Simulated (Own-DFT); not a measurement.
# Stretching a layer in its plane: wurtzite AlGaN with randomly placed atoms, 72 atoms (Al27Ga9N36)

Calculated, not measured: single-point runs of Own-DFT, a retired in-house plane-wave DFT program that no person has reviewed, on unrelaxed cells, without spin or spin-orbit coupling.

Settings: PBE; PseudoDojo norm-conserving scalar-relativistic files (stringent for Ga); cutoff 96 hartree; 4 x 4 x 3 k mesh centred on Gamma; Gaussian smearing of 0.01 eV.

Caveats: forces on such cells passed a denser k mesh, each cell not checked; stress not checked against mesh or cutoff.

Unstrained cell vectors in Å: (9.394, 0.000, 0.000); (-4.697, 8.135, 0.000); (0.000, 0.000, 10.066). The unstrained cell has measured lattice constants (interpolated for alloys), not those of this functional. That, the random moves and any unrelaxed bonds set the pressure at no strain. Each run strains x and y alike by e, as a substrate would, and holds the height along z. Each coordinate of each atom was shifted by a normal deviate of width 0.05 Å. The random placing of the alloy's atoms differs from row to row. Stress is positive in tension.

```
e (%),u (Å),(s_xx + s_yy)/2 (GPa),s_zz (GPa)
-2.75,0.054,-25.04,-11.17
-2.50,0.049,-22.58,-10.64
-2.00,0.051,?,?
-1.50,0.050,-14.49,-11.61
-1.25,0.055,-14.50,-8.52
-0.50,0.046,-8.42,-7.62
1.25,0.050,-0.34,-2.55
1.75,0.049,3.00,-3.97
2.00,0.054,4.03,-4.20
3.00,0.052,7.61,-1.81
```

## Analysis

With e as a fraction, the in-plane stress is -6.0 + 570 e - 4038 e² GPa (errors 11 and 791, scatter 0.67), and s_zz is -6.8 + 174 e GPa (slope ± 21, scatter 1.23). At e = 0 the first slope is C11 + C12 and the second 2 C13, both with the ions held to the strained lattice and at the cell's own pressure. The term in e² is negative: the layer stiffens under compression and softens under tension. A free layer would change its height as e changes, and the in-plane slope would drop by 2 C13²/C33 to the biaxial modulus. At fixed height, a misfit of 1 % moves the in-plane stress by about 5.7 GPa and s_zz by 1.7 GPa.

## The run left out

Question: what are the two stresses at e = -2.00 %?

The fitted form gives -19.0 and -10.3 GPa. Computed: -19.90 and -10.07 GPa.
